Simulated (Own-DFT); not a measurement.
InAs (zincblende, strongly disordered by large displacements), GaP (zincblende, strongly disordered by large displacements) (calculated)

A calculation, not a measurement: plane-wave PBE density functional theory by an unreviewed code, no spin, of a simulated periodic cell, stress positive in tension, free energy of the whole cell less one offset for each atom, forces on such cells passed a denser k mesh, this cell's mesh not checked; broken bonds can close the gap or carry spin, so checks made on this kind of crystal may not hold here; offsets are fitted by least squares, one for each functional and potential file, so energies compare only between cells with the same atoms and settings and are not formation energies; the far tail of each file's local potential was reset to the Coulomb form; each entry is a single point on an unrelaxed cell, so the pressure reflects the starting lattice, mostly measured values (interpolated for alloys), from which strain is counted, and rises with the displacements; printed positions are rounded, which can move forces by about a meV/angstrom; the program, named Own-DFT, is a retired in-house code; no spin-orbit coupling. Program: Own-DFT development build.

Settings shared by all entries: functional PBE; potential files PseudoDojo norm-conserving, scalar-relativistic, standard set; wave cutoff 42 hartree; occupations Fermi-Dirac; smearing width 0.1 eV; k mesh 3 x 3 x 3 centred on Gamma.

```json
{"entry": 1, "formula": "InAs", "kind": "zincblende, strongly disordered by large displacements", "structure": {"cell_angstrom": [[12.1166, 0.0, 0.0], [0.0, 12.1166, 0.0], [0.0, 0.0, 12.1166]], "atoms_fractional": [["In", 0.99617, 0.975, 0.00157], ["In", 0.99439, 0.26022, 0.25819], ["In", 0.22386, 0.9929, 0.2577], ["In", 0.24256, 0.25321, 0.97835], ["As", 0.13241, 0.1069, 0.14284], ["As", 0.14037, 0.34456, 0.36239], ["As", 0.378, 0.11026, 0.39493], ["As", 0.40804, 0.38953, 0.13258], ["In", 0.00741, 0.00172, 0.5027], ["In", 0.99623, 0.25288, 0.75244], ["In", 0.24536, 0.01934, 0.75685], ["In", 0.25107, 0.26793, 0.46651], ["As", 0.15234, 0.15758, 0.62459], ["As", 0.14356, 0.35513, 0.871], ["As", 0.38823, 0.13266, 0.88095], ["As", 0.34279, 0.37678, 0.65848], ["In", 0.01119, 0.50417, 0.00092], ["In", 0.02331, 0.75606, 0.24449], ["In", 0.2614, 0.50921, 0.25048], ["In", 0.24367, 0.7679, 0.94856], ["As", 0.1078, 0.59371, 0.10674], ["As", 0.12693, 0.88692, 0.40704], ["As", 0.40885, 0.59205, 0.37767], ["As", 0.40133, 0.87067, 0.10897], ["In", 0.02795, 0.50706, 0.49563], ["In", 0.99274, 0.76406, 0.74673], ["In", 0.23784, 0.47825, 0.76748], ["In", 0.22955, 0.75536, 0.51521], ["As", 0.13623, 0.62853, 0.6459], ["As", 0.12746, 0.86666, 0.88417], ["As", 0.37669, 0.65754, 0.88443], ["As", 0.38545, 0.86364, 0.63336], ["In", 0.49237, 0.99196, 0.00487], ["In", 0.51716, 0.25235, 0.25927], ["In", 0.75669, 0.02261, 0.2395], ["In", 0.79016, 0.26531, 0.96333], ["As", 0.63007, 0.14185, 0.13987], ["As", 0.62362, 0.38647, 0.36296], ["As", 0.86877, 0.1117, 0.35563], ["As", 0.86274, 0.38605, 0.10115], ["In", 0.48207, 0.01396, 0.50353], ["In", 0.47987, 0.22486, 0.76508], ["In", 0.75462, 0.98675, 0.75857], ["In", 0.74216, 0.26078, 0.46522], ["As", 0.64836, 0.11576, 0.61563], ["As", 0.63455, 0.39456, 0.86198], ["As", 0.85509, 0.11974, 0.8512], ["As", 0.90241, 0.33962, 0.6095], ["In", 0.51687, 0.49535, 0.01007], ["In", 0.48933, 0.76171, 0.24713], ["In", 0.76972, 0.50142, 0.22162], ["In", 0.75607, 0.73918, 0.99215], ["As", 0.62414, 0.63961, 0.13495], ["As", 0.60803, 0.85022, 0.38618], ["As", 0.87475, 0.61299, 0.38987], ["As", 0.87057, 0.86529, 0.1265], ["In", 0.50026, 0.50003, 0.49932], ["In", 0.49544, 0.76781, 0.7518], ["In", 0.73376, 0.48736, 0.75822], ["In", 0.7694, 0.7824, 0.49159], ["As", 0.61127, 0.62943, 0.6486], ["As", 0.61967, 0.87533, 0.87945], ["As", 0.8668, 0.60573, 0.85455], ["As", 0.86533, 0.88843, 0.64588]]}, "settings": {"hardware": "one NVIDIA H200"}, "results": {"free_energy_of_cell_above_offsets [eV]": "7.826", "pressure [GPa]": 10.75, "stress_xx [GPa]": -10.91, "stress_yy [GPa]": -10.19, "stress_zz [GPa]": -11.15, "stress_yz [GPa]": 2.7, "stress_xz [GPa]": -2.27, "stress_xy [GPa]": 2.35, "force_element": ["In", "In", "In", "In", "As", "As", "As", "As", "In", "In", "In", "In", "As", "As", "As", "As", "In", "In", "In", "In", "As", "As", "As", "As", "In", "In", "In", "In", "As", "As", "As", "As", "In", "In", "In", "In", "As", "As", "As", "As", "In", "In", "In", "In", "As", "As", "As", "As", "In", "In", "In", "In", "As", "As", "As", "As", "In", "In", "In", "In", "As", "As", "As", "As"], "force_x [eV/angstrom]": [-0.32, -1.423, 4.105, 4.298, -2.783, -5.404, -3.804, -2.977, -2.226, 1.422, 0.668, 7.107, -1.4, -7.133, -4.51, 4.61, -6.178, -0.827, -0.423, 6.174, 7.486, 0.513, -4.976, -5.392, -0.36, 0.313, 0.071, 2.927, -1.07, -8.608, 2.786, -3.282, 3.241, -2.348, -2.742, -3.128, 0.224, 0.806, 3.365, 3.118, 4.835, 5.726, -4.924, 1.265, -1.457, -6.227, 3.896, -2.259, 0.913, 0.449, -2.223, -0.389, 0.772, 0.343, 0.397, -0.251, 3.274, 1.768, 5.261, -0.43, 1.19, 1.017, 2.031, 3.105], "force_y [eV/angstrom]": [1.882, -1.23, -1.97, -3.795, 3.536, 7.173, 4.034, -2.03, 3.083, -1.827, -1.102, -4.567, -1.268, 1.882, -5.089, -3.489, -5.622, -0.932, -0.731, -5.624, 7.233, -1.994, 5.369, -2.027, -1.048, -1.754, 6.907, -1.08, -0.656, 8.113, -5.002, 3.039, 3.987, -0.811, -4.042, 0.159, -0.64, 1.933, 2.443, -1.781, -4.108, 5.27, 0.516, -1.449, 0.707, -7.075, 0.273, 3.02, 2.152, -1.873, 2.418, -0.221, -0.615, 2.548, 0.713, -0.07, -3.271, -1.97, 4.504, -1.869, -0.488, 0.137, 1.545, -1.457], "force_z [eV/angstrom]": [0.442, -2.015, 1.8, 6.073, -3.967, -5.265, -5.332, 0.555, 2.381, 1.188, -0.595, 7.072, -0.017, -0.593, 5.718, -4.974, -7.457, 0.484, -0.669, 7.54, 7.465, -2.945, -4.707, 1.968, 0.572, 0.529, 0.969, 0.464, 0.187, -5.806, -1.007, -2.488, -1.539, 0.504, -2.139, 0.599, -3.445, 0.244, 3.973, 0.314, 4.304, -6.668, 0.714, 1.806, 0.084, 6.041, 1.655, -2.428, -1.443, 1.089, 2.812, -0.109, -0.655, 0.247, -0.982, 0.533, 6.327, 1.74, -7.679, 0.376, -1.757, 0.478, 1.141, -3.707], "wall_time [s]": 1183.0}}
{"entry": 2, "formula": "InAs", "kind": "zincblende, strongly disordered by large displacements", "structure": {"cell_angstrom": [[12.1166, 0.0, 0.0], [0.0, 12.1166, 0.0], [0.0, 0.0, 12.1166]], "atoms_fractional": [["In", 0.98831, 0.97039, 0.04155], ["In", 0.95939, 0.26683, 0.22411], ["In", 0.25647, 0.00977, 0.25808], ["In", 0.24444, 0.23829, 0.99898], ["As", 0.11019, 0.09352, 0.1304], ["As", 0.09792, 0.37671, 0.38661], ["As", 0.38649, 0.12271, 0.40258], ["As", 0.39512, 0.39046, 0.10727], ["In", 0.02943, 0.999, 0.51682], ["In", 0.00659, 0.24579, 0.72864], ["In", 0.25706, 0.01242, 0.76068], ["In", 0.24311, 0.26507, 0.51178], ["As", 0.12176, 0.11618, 0.6164], ["As", 0.14956, 0.33835, 0.86167], ["As", 0.36745, 0.12223, 0.86105], ["As", 0.38178, 0.39723, 0.59471], ["In", 0.0158, 0.49325, 0.99039], ["In", 0.9842, 0.75767, 0.24995], ["In", 0.28352, 0.48936, 0.24367], ["In", 0.23446, 0.75413, 0.01964], ["As", 0.14149, 0.62337, 0.10531], ["As", 0.12338, 0.86192, 0.3973], ["As", 0.36147, 0.62252, 0.39311], ["As", 0.39802, 0.89879, 0.11977], ["In", 0.00667, 0.47118, 0.51717], ["In", 0.01287, 0.74594, 0.77268], ["In", 0.25547, 0.49075, 0.74712], ["In", 0.24769, 0.74363, 0.47593], ["As", 0.09815, 0.6491, 0.6291], ["As", 0.10825, 0.89964, 0.87545], ["As", 0.37507, 0.63802, 0.87446], ["As", 0.40065, 0.87295, 0.61672], ["In", 0.493, 0.01673, 0.99427], ["In", 0.50324, 0.23836, 0.20977], ["In", 0.76506, 0.01985, 0.25433], ["In", 0.76103, 0.23791, 0.97866], ["As", 0.65267, 0.09522, 0.13446], ["As", 0.64672, 0.37746, 0.35394], ["As", 0.87124, 0.10405, 0.38045], ["As", 0.8753, 0.39572, 0.12319], ["In", 0.49476, 0.98567, 0.47119], ["In", 0.50891, 0.2495, 0.71014], ["In", 0.74356, 0.03402, 0.75035], ["In", 0.73968, 0.24712, 0.49248], ["As", 0.61274, 0.11649, 0.61395], ["As", 0.64579, 0.35686, 0.8907], ["As", 0.86296, 0.12544, 0.87542], ["As", 0.87413, 0.37598, 0.6437], ["In", 0.4843, 0.483, 0.96244], ["In", 0.48795, 0.75365, 0.22907], ["In", 0.7573, 0.50528, 0.24071], ["In", 0.7611, 0.75194, 0.988], ["As", 0.61982, 0.6441, 0.08532], ["As", 0.63359, 0.89042, 0.3804], ["As", 0.87749, 0.6099, 0.38987], ["As", 0.87804, 0.84336, 0.10661], ["In", 0.51231, 0.50167, 0.49326], ["In", 0.51256, 0.74658, 0.73748], ["In", 0.74992, 0.49443, 0.76441], ["In", 0.75222, 0.75219, 0.51055], ["As", 0.62815, 0.63015, 0.61654], ["As", 0.61561, 0.88547, 0.89089], ["As", 0.90496, 0.62605, 0.8543], ["As", 0.86331, 0.84337, 0.6153]]}, "settings": {"hardware": "one NVIDIA H200"}, "results": {"free_energy_of_cell_above_offsets [eV]": "-1.215", "pressure [GPa]": 8.89, "stress_xx [GPa]": -8.94, "stress_yy [GPa]": -9.33, "stress_zz [GPa]": -8.39, "stress_yz [GPa]": -0.14, "stress_xz [GPa]": -0.46, "stress_xy [GPa]": 0.09, "force_element": ["In", "In", "In", "In", "As", "As", "As", "As", "In", "In", "In", "In", "As", "As", "As", "As", "In", "In", "In", "In", "As", "As", "As", "As", "In", "In", "In", "In", "As", "As", "As", "As", "In", "In", "In", "In", "As", "As", "As", "As", "In", "In", "In", "In", "As", "As", "As", "As", "In", "In", "In", "In", "As", "As", "As", "As", "In", "In", "In", "In", "As", "As", "As", "As"], "force_x [eV/angstrom]": [2.054, 3.108, 0.383, 1.065, 1.303, 3.363, -2.849, -1.465, -5.078, -0.634, -2.448, -0.312, 4.064, -2.054, 3.438, -1.053, 0.38, 1.544, -2.307, 3.381, -2.779, -1.684, 3.571, -3.451, -1.85, 1.689, -0.37, -0.322, 2.802, 1.06, -0.627, -2.521, 1.33, 0.783, 0.7, -0.38, -4.161, -2.279, 3.532, -1.281, 0.66, -1.558, -1.004, 0.744, 1.021, -3.853, 5.645, -1.222, 2.29, 1.485, -0.998, -1.332, -0.94, 1.931, 0.048, -2.816, 2.041, -0.303, -0.198, -3.34, 0.425, 1.202, -4.809, 5.234], "force_y [eV/angstrom]": [3.242, -4.538, -0.824, -1.507, 3.685, -2.681, 3.846, -3.029, -4.276, -0.638, -3.715, -0.736, 3.718, 2.422, 3.769, -1.601, -0.302, -2.067, 1.054, 4.782, -3.94, 2.216, -2.402, -0.892, 3.953, 5.294, 1.592, 0.769, -2.783, -0.335, 0.007, 0.053, 0.964, -0.242, -5.387, 0.557, 3.631, -0.793, 3.009, 1.522, -1.021, 1.987, -3.138, -0.063, -1.142, 2.595, -2.291, -0.787, 1.923, -0.842, 2.878, -1.256, -2.268, -2.758, 0.673, -0.623, 0.863, 0.654, 1.137, -2.695, -2.073, -0.564, -4.138, 5.553], "force_z [eV/angstrom]": [-4.163, 3.858, 0.936, 2.298, 0.993, -4.289, -2.96, 1.035, -3.143, 1.706, -3.136, -1.263, 3.576, -1.2, 2.135, 2.529, -0.837, 2.165, 1.085, -3.367, 4.224, -3.705, -3.214, 1.029, 2.661, -1.674, -0.116, 4.889, -2.617, 0.482, -0.755, 0.297, -0.793, 1.918, 1.042, 5.567, -5.16, 0.472, 2.83, -4.547, 2.516, 2.153, -0.823, 0.557, -1.926, -2.797, -1.249, -1.181, -1.406, 1.607, 0.112, -3.152, 1.691, -2.307, -0.654, 3.884, -1.941, 1.814, -0.291, -5.282, 0.932, -1.99, 3.701, 5.244], "wall_time [s]": 1170.0}}
{"entry": 3, "formula": "GaP", "kind": "zincblende, strongly disordered by large displacements", "structure": {"cell_angstrom": [[10.901, 0.0, 0.0], [0.0, 10.901, 0.0], [0.0, 0.0, 10.901]], "atoms_fractional": [["Ga", 0.01969, 0.00543, 0.02865], ["Ga", 0.99633, 0.25636, 0.24556], ["Ga", 0.22949, 0.98775, 0.24241], ["Ga", 0.25336, 0.25001, 0.02042], ["P", 0.12543, 0.13334, 0.12548], ["P", 0.13904, 0.37727, 0.34705], ["P", 0.37203, 0.12906, 0.37682], ["P", 0.39708, 0.38748, 0.11382], ["Ga", 0.00869, 0.01968, 0.49684], ["Ga", 0.98142, 0.2099, 0.73992], ["Ga", 0.21428, 0.01409, 0.7675], ["Ga", 0.24101, 0.2442, 0.50607], ["P", 0.11643, 0.13094, 0.64012], ["P", 0.13377, 0.38206, 0.87748], ["P", 0.38803, 0.13136, 0.89975], ["P", 0.33779, 0.34634, 0.61736], ["Ga", 0.96758, 0.51029, 0.98058], ["Ga", 0.99424, 0.75064, 0.27391], ["Ga", 0.25457, 0.52125, 0.20667], ["Ga", 0.25593, 0.74086, 0.98496], ["P", 0.10885, 0.67006, 0.10531], ["P", 0.133, 0.848, 0.36282], ["P", 0.39308, 0.64015, 0.3996], ["P", 0.36388, 0.87524, 0.13862], ["Ga", 0.03801, 0.50853, 0.49836], ["Ga", 0.99471, 0.73041, 0.75919], ["Ga", 0.22985, 0.49906, 0.74929], ["Ga", 0.25829, 0.73645, 0.50216], ["P", 0.14673, 0.62863, 0.65713], ["P", 0.12832, 0.8803, 0.86733], ["P", 0.39206, 0.60757, 0.88951], ["P", 0.40046, 0.92632, 0.66491], ["Ga", 0.49687, 0.98638, 0.9734], ["Ga", 0.46776, 0.23482, 0.24344], ["Ga", 0.77031, 0.97505, 0.26821], ["Ga", 0.75895, 0.23884, 0.01959], ["P", 0.62526, 0.11728, 0.09126], ["P", 0.64634, 0.3792, 0.37255], ["P", 0.89582, 0.10174, 0.35629], ["P", 0.86422, 0.35092, 0.13052], ["Ga", 0.52983, 0.99173, 0.50405], ["Ga", 0.47974, 0.24464, 0.72984], ["Ga", 0.7409, 0.03679, 0.73607], ["Ga", 0.74393, 0.24133, 0.47775], ["P", 0.64933, 0.14006, 0.62146], ["P", 0.62883, 0.38866, 0.88757], ["P", 0.8889, 0.14142, 0.89307], ["P", 0.86289, 0.39686, 0.64941], ["Ga", 0.48851, 0.49019, 0.97893], ["Ga", 0.49966, 0.73332, 0.27989], ["Ga", 0.75337, 0.47797, 0.25177], ["Ga", 0.74201, 0.75126, 0.9871], ["P", 0.65925, 0.61913, 0.12585], ["P", 0.63972, 0.86973, 0.37002], ["P", 0.88277, 0.63388, 0.37006], ["P", 0.90402, 0.88701, 0.12949], ["Ga", 0.49617, 0.49665, 0.48756], ["Ga", 0.47067, 0.74839, 0.75078], ["Ga", 0.73634, 0.54689, 0.78262], ["Ga", 0.7307, 0.7495, 0.49027], ["P", 0.63522, 0.61537, 0.58274], ["P", 0.62725, 0.90035, 0.88513], ["P", 0.88687, 0.6166, 0.8607], ["P", 0.87608, 0.87399, 0.63344]]}, "settings": {"hardware": "one NVIDIA H100"}, "results": {"free_energy_of_cell_above_offsets [eV]": "-1.002", "pressure [GPa]": 10.18, "stress_xx [GPa]": -10.62, "stress_yy [GPa]": -10.24, "stress_zz [GPa]": -9.68, "stress_yz [GPa]": 4.6, "stress_xz [GPa]": 0.67, "stress_xy [GPa]": -0.8, "force_element": ["Ga", "Ga", "Ga", "Ga", "P", "P", "P", "P", "Ga", "Ga", "Ga", "Ga", "P", "P", "P", "P", "Ga", "Ga", "Ga", "Ga", "P", "P", "P", "P", "Ga", "Ga", "Ga", "Ga", "P", "P", "P", "P", "Ga", "Ga", "Ga", "Ga", "P", "P", "P", "P", "Ga", "Ga", "Ga", "Ga", "P", "P", "P", "P", "Ga", "Ga", "Ga", "Ga", "P", "P", "P", "P", "Ga", "Ga", "Ga", "Ga", "P", "P", "P", "P"], "force_x [eV/angstrom]": [-0.676, 1.098, 0.878, 0.79, 1.264, 0.204, -1.08, -2.434, 0.661, -2.229, 4.356, -3.255, 2.294, -1.935, -2.575, 4.678, 4.752, 0.043, -0.589, 0.857, -0.833, 1.609, -2.811, 2.125, -1.989, 2.088, 4.528, -1.422, -2.522, -2.137, -5.002, -1.333, -3.678, 3.323, -0.264, -1.631, -1.967, -4.587, -1.005, 1.924, -1.032, 1.355, 4.513, 3.096, -5.213, 1.357, -1.141, 1.245, 5.212, 2.782, 2.342, 1.416, -2.613, -2.804, -1.956, -2.656, 0.556, 2.023, -4.558, 4.645, -1.79, 4.524, -2.287, -0.532], "force_y [eV/angstrom]": [-0.472, -0.756, 1.198, 1.641, 1.218, 0.442, -2.723, -1.302, -3.22, 5.815, 1.654, -2.973, -0.974, -1.723, 1.355, 6.053, -4.841, 0.892, 0.252, 1.681, -3.127, 2.666, -3.112, -1.293, -0.404, 4.496, -4.312, 2.328, 4.41, -3.111, 5.15, -0.891, 1.191, 1.285, 0.941, 0.268, -1.389, -1.619, 3.247, 4.025, 1.042, -0.024, -5.079, 0.657, 2.722, -1.678, -2.89, -1.506, -2.194, 2.859, 2.853, 1.034, 0.14, 0.818, -3.398, -2.714, -2.979, 0.202, -3.473, 0.929, -1.564, -4.346, 4.291, 0.331], "force_z [eV/angstrom]": [-4.087, 0.801, 0.836, -1.586, 2.155, 1.285, 1.59, 2.636, 1.36, 0.517, -0.814, -5.019, -3.939, 1.6, -2.4, 3.638, 5.471, -3.835, 0.582, 0.228, 0.776, 3.461, -0.394, -1.781, 0.282, -2.416, 2.881, 1.918, -5.162, 2.742, -4.812, -1.063, 5.306, -1.734, -3.353, -3.021, 3.543, 0.867, 0.873, 0.066, 0.101, 1.53, 5.336, 0.442, -3.249, -2.153, 0.998, -1.505, 3.455, -4.985, -1.436, 0.636, 0.428, -0.642, 2.395, 0.698, 1.057, -0.366, -4.108, 0.673, 5.212, -4.665, 0.888, -0.739], "wall_time [s]": 597.8}}
```
